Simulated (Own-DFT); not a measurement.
# From a pressure shift to a lattice shift: diamond-structure SiGeSn with randomly placed atoms, 64 atoms (Ge44Si16Sn4)

No measurement is shown. These are fixed-geometry runs of a retired plane-wave code named Own-DFT, which no person has reviewed; spin and spin-orbit coupling are neglected.

Known weak points: forces on such cells moved up to 12 meV/angstrom on a denser k mesh; stress not checked against mesh or cutoff.

Each geometry was run with PBE and with PBEsol, otherwise alike: PseudoDojo norm-conserving scalar-relativistic files made for PBE; cutoff 49 hartree; 3 x 3 x 3 k mesh centred on Gamma; Fermi-Dirac smearing of 0.1 eV. Unstrained cell vectors in Å: (11.306, 0.000, 0.000); (0.000, 11.306, 0.000); (0.000, 0.000, 11.306). Each has a uniform strain, of which the change of volume is shown, and random moves of rms u per axis. The random placing of the alloy's atoms differs from row to row.

| run | volume change (%) | u (Å) | P with PBE (GPa) | P with PBEsol (GPa) |
|---|---|---|---|---|
| 1 | 5.58 | 0.0477 | 0.38 | -2.04 |
| 2 | -4.45 | 0.0495 | 8.35 | 5.43 |
| 3 | -3.47 | 0.0519 | 7.60 | 4.74 |
| 4 | -5.42 | 0.0521 | 9.49 | 6.51 |
| 5 | 5.58 | 0.0518 | 0.54 | -1.88 |
| 6 | -5.42 | 0.0486 | 9.48 | 6.51 |
| 7 | -2.48 | 0.0535 | 6.33 | 3.53 |
| 8 | 6.09 | 0.0503 | 0.11 | -2.28 |
| 9 | -5.91 | 0.0481 | 9.79 | 6.80 |
| 10 | 5.58 | 0.0499 | 0.51 | -1.91 |
| 11 | 3.53 | 0.0491 | 1.85 | ? |

Q: by how much does PBEsol shrink this cell, and what belongs in the blank?

## Working it out

Write v for the change of volume as a fraction. Fitted to v and u², the PBE pressure has a slope of -80 ± 1 GPa in v, with the ions held to the strained lattice. The difference PBEsol less PBE is -2.70 + 5.0 v GPa (slope ± 0.1) and averages -2.72 GPa. Divided by the mean slope of the two, 78 GPa, that makes PBEsol's volume at a given pressure, near 4 GPa, about 3.5 % smaller, or 1.16 % in lengths. At one volume PBEsol's slope is the smaller by 5 GPa, but its pressure there is lower too. If stiffness rises by about 4 GPa for each GPa, PBEsol at equal pressure is stiffer by about 6 GPa. Files made for PBEsol would give a different shift.

For run 11 the line gives -0.67 GPa. The run itself gave -0.67 GPa.
